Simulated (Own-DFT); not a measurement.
# One host, several defects: zincblende GaAs

Everything here is calculated. The program is Own-DFT (plane waves, in-house, since retired, never reviewed by a person); positions were held fixed, and spin and spin-orbit coupling were off.

Method: PBE; PseudoDojo norm-conserving scalar-relativistic files; cutoff 42 hartree; 3 x 3 x 3 k mesh centred on Gamma; Fermi-Dirac smearing of 0.1 eV.

Limits (not all hold for every row): not probed for a lower state with spin; forces not confirmed at this smearing and k mesh; stress not checked against mesh or cutoff.

All runs share one cell, with vectors in Å (11.737, 0.000, 0.000); (0.000, 11.737, 0.000); (0.000, 0.000, 10.833) and a volume of 1492.4 Å³, strained against the parent crystal. Atoms were moved at random from their sites; u is the rms move along one axis. The defect's site can differ from row to row.

| cell | formula | u (Å) | P (GPa) |
|---|---|---|---|
| no defect | As32Ga32 | 0.0291 | 1.26 |
| no defect | As32Ga32 | 0.0308 | 1.25 |
| no defect | As32Ga32 | 0.0517 | 1.62 |
| one Al on a Ga site | AlAs32Ga31 | 0.0308 | 1.22 |
| one Al on a Ga site | AlAs32Ga31 | 0.0479 | 1.45 |
| one Al on a Ga site | AlAs32Ga31 | 0.0488 | 1.47 |
| one As vacancy and one Ga vacancy | As31Ga31 | 0.0297 | 0.88 |
| one As vacancy and one Ga vacancy | As31Ga31 | 0.0335 | ? |
| one As vacancy and one Ga vacancy | As31Ga31 | 0.0494 | 1.21 |
| one As vacancy and one Ga vacancy | As31Ga31 | 0.0530 | 1.11 |

## Working it out

P = P0 + c u² + a shift for each defect gives P0 = 1.12 GPa, c = 174 ± 25 GPa/Å² and a scatter of 0.06 GPa. The shifts, and each times the cell's volume:

- one Al on a Ga site: -0.06 ± 0.05 GPa, -0.6 eV (not resolved)
- one As vacancy and one Ga vacancy: -0.41 ± 0.05 GPa, -3.8 eV

Against the defect-free cell, a freed cell would be larger where the shift is positive and smaller where it is negative (160.2 GPa Å³ is 1 eV). The atoms around the defects weren't relaxed, which would change these numbers.

## Check

Question: what pressure belongs in the blank (one As vacancy and one Ga vacancy, u = 0.0335 Å)?

The fit gives 0.91 ± 0.07 GPa. Computed: 0.91 GPa.
